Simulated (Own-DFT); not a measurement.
# What a defect does to the pressure of its cell: C40 NbSi2

Everything here is calculated. The program is Own-DFT (plane waves, in-house, since retired, never reviewed by a person); positions were held fixed, and spin and spin-orbit coupling were off.

Common settings: PBEsol; PseudoDojo norm-conserving scalar-relativistic files, made for PBE; cutoff 42 hartree; 4 x 4 x 5 k mesh centred on Gamma; cold (Marzari-Vanderbilt) smearing of 0.2 eV.

Known weak points: forces on such cells failed a check on a denser k mesh; stress not checked against mesh or cutoff.

All runs share one cell, with vectors in Å (0.000, 8.324, 0.000); (-9.613, 0.000, 0.000); (0.000, 0.000, 6.586) and a volume of 527.0 Å³. The atoms are randomly displaced, by u rms on each axis. The defect's site can differ from row to row.

| cell | formula | u (Å) | P (GPa) |
|---|---|---|---|
| no defect | Nb12Si24 | 0.0182 | -2.23 |
| no defect | Nb12Si24 | 0.0204 | -2.19 |
| no defect | Nb12Si24 | 0.0562 | -0.57 |
| two Si on a Nb site each | Nb10Si26 | 0.0281 | -1.73 |
| two Si on a Nb site each | Nb10Si26 | 0.0355 | -1.36 |
| two Si on a Nb site each | Nb10Si26 | 0.0530 | -0.61 |
| two Nb vacancies | Nb10Si24 | 0.0292 | -3.28 |
| two Nb vacancies | Nb10Si24 | 0.0474 | -2.59 |
| two Nb vacancies | Nb10Si24 | 0.0495 | -3.10 |
| one Si vacancy | Nb12Si23 | 0.0297 | -2.65 |
| one Si vacancy | Nb12Si23 | 0.0311 | -2.49 |
| one Si vacancy | Nb12Si23 | 0.0543 | -1.90 |
| two Nb on a Si site each | Nb14Si22 | 0.0302 | 3.67 |
| two Nb on a Si site each | Nb14Si22 | 0.0305 | 3.70 |
| two Nb on a Si site each | Nb14Si22 | 0.0484 | ? |
| two Nb on a Si site each | Nb14Si22 | 0.0506 | 4.15 |

## Fit

P = P0 + c u² + a shift for each defect gives P0 = -2.25 GPa, c = 450 ± 60 GPa/Å² and a scatter of 0.22 GPa. The shifts, and each times the cell's volume:

- two Nb on a Si site each: 5.43 ± 0.18 GPa, 17.9 eV (8.9 eV for each of its 2 sites)
- two Si on a Nb site each: 0.29 ± 0.18 GPa, 0.9 eV (0.5 eV for each of its 2 sites) (not resolved)
- one Si vacancy: -0.81 ± 0.18 GPa, -2.7 eV
- two Nb vacancies: -1.57 ± 0.18 GPa, -5.2 eV (-2.6 eV for each of its 2 sites)

Against the defect-free cell, a freed cell would be larger where the shift is positive and smaller where it is negative (160.2 GPa Å³ is 1 eV). The atoms around the defects weren't relaxed, which would change these numbers.

## Check

The question: what pressure belongs in the blank (two Nb on a Si site each, u = 0.0484 Å)?

The fit gives 4.24 ± 0.26 GPa. The hidden result is 4.12 GPa.
